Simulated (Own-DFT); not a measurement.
# Which defects push the lattice out? zincblende GaAs

Everything here is calculated. The program is Own-DFT (plane waves, in-house, since retired, never reviewed by a person); positions were held fixed, and spin and spin-orbit coupling were off.

Method: PBE; PseudoDojo norm-conserving scalar-relativistic files; cutoff 42 hartree; 3 x 3 x 3 k mesh centred on Gamma; Fermi-Dirac smearing of 0.1 eV.

Caveats (not all hold for every row): not probed for a lower state with spin; forces not confirmed at this smearing and k mesh; stress not checked against mesh or cutoff.

All runs share one cell, with vectors in Å (10.862, 0.000, 0.000); (0.000, 10.862, 0.000); (0.000, 0.000, 11.796) and a volume of 1391.7 Å³, strained against the parent crystal. u is the rms random offset of the atoms per axis. The defect's site can differ from row to row.

```
                             cell     formula   u (Å)  P (GPa)
                        no defect    As32Ga32  0.0285     6.62
                        no defect    As32Ga32  0.0305     6.72
                        no defect    As32Ga32  0.0482     7.12
              one Al on a Ga site  AlAs32Ga31  0.0295     6.65
              one Al on a Ga site  AlAs32Ga31  0.0488     7.04
              one Al on a Ga site  AlAs32Ga31  0.0549     7.13
              one In on a Ga site  As32Ga31In  0.0291     7.44
              one In on a Ga site  As32Ga31In  0.0295        ?
              one In on a Ga site  As32Ga31In  0.0303     7.44
              one In on a Ga site  As32Ga31In  0.0305     7.39
              one P on an As site   As31Ga32P  0.0301     6.39
              one P on an As site   As31Ga32P  0.0313     6.37
              one P on an As site   As31Ga32P  0.0498     6.66
one As vacancy and one Ga vacancy    As31Ga31  0.0273     6.00
one As vacancy and one Ga vacancy    As31Ga31  0.0477     6.40
one As vacancy and one Ga vacancy    As31Ga31  0.0485     6.30
```

## Fit

P = P0 + c u² + a shift for each defect gives P0 = 6.51 GPa, c = 234 ± 21 GPa/Å² and a scatter of 0.05 GPa. The shifts, and each times the cell's volume:

- one In on a Ga site: 0.70 ± 0.05 GPa, 6.1 eV
- one Al on a Ga site: -0.05 ± 0.05 GPa, -0.4 eV (not resolved)
- one P on an As site: -0.37 ± 0.04 GPa, -3.2 eV
- one As vacancy and one Ga vacancy: -0.69 ± 0.05 GPa, -6.0 eV

A positive shift means that the defect pushes the cell outwards. Shift times volume (160.2 GPa Å³ is 1 eV) depends little on the cell's size, so, taken for each site, it can be compared between cells at like pressure. The atoms around the defects weren't relaxed, which would change these numbers.

## Withheld run

The question: what pressure belongs in the blank (one In on a Ga site, u = 0.0295 Å)?

The fitted form gives 7.42 ± 0.06 GPa. The calculation gave 7.38 GPa.
